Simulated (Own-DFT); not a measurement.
# Point defects and the pressure they add: C11b WSi2

Source: density functional calculations with Own-DFT, an unreviewed in-house program that is no longer used. Nothing was measured or relaxed, and spin and spin-orbit coupling are left out.

Common settings: PBE; PseudoDojo norm-conserving scalar-relativistic files; cutoff 50 hartree; 5 x 5 x 5 k mesh centred on Gamma; cold (Marzari-Vanderbilt) smearing of 0.2 eV.

Caveats: forces on such cells failed a check on a denser k mesh; stress not checked against mesh or cutoff.

All runs share one cell, with vectors in Å (-2.148, -5.953, 3.409); (-6.444, 2.976, 1.136); (-2.553, -2.948, -6.757) and a volume of 403.2 Å³. u is the rms random offset of the atoms per axis. The defect's site can differ from row to row.

```
cell,formula,u (Å),P (GPa)
no defect,Si20W10,0.0206,4.43
no defect,Si20W10,0.0499,5.92
no defect,Si20W10,0.0550,6.86
one Si vacancy,Si19W10,0.0287,3.19
one Si vacancy,Si19W10,0.0497,4.61
one Si vacancy,Si19W10,0.0559,4.17
one W vacancy,Si20W9,0.0291,4.04
one W vacancy,Si20W9,0.0309,3.54
one W vacancy,Si20W9,0.0494,4.59
one Si on a W site,Si21W9,0.0312,6.32
one Si on a W site,Si21W9,0.0340,6.17
one Si on a W site,Si21W9,0.0505,?
one Si on a W site,Si21W9,0.0591,8.39
one W on a Si site,Si19W11,0.0316,9.87
one W on a Si site,Si19W11,0.0497,11.22
one W on a Si site,Si19W11,0.0533,12.37
```

## Fit

P = P0 + c u² + a shift for each defect gives P0 = 4.14 GPa, c = 809 ± 114 GPa/Å² and a scatter of 0.43 GPa. The shifts, and each times the cell's volume:

- one W on a Si site: 5.32 ± 0.35 GPa, 13.4 eV
- one Si on a W site: 1.31 ± 0.35 GPa, 3.3 eV
- one W vacancy: -1.22 ± 0.36 GPa, -3.1 eV
- one Si vacancy: -1.88 ± 0.35 GPa, -4.7 eV

Against the defect-free cell, a freed cell would be larger where the shift is positive and smaller where it is negative (160.2 GPa Å³ is 1 eV). The atoms around the defects weren't relaxed, which would change these numbers.

## Test on the hidden row

Asked: what pressure belongs in the blank (one Si on a W site, u = 0.0505 Å)?

Estimate: 7.50 ± 0.50 GPa. The calculation gave 6.73 GPa.
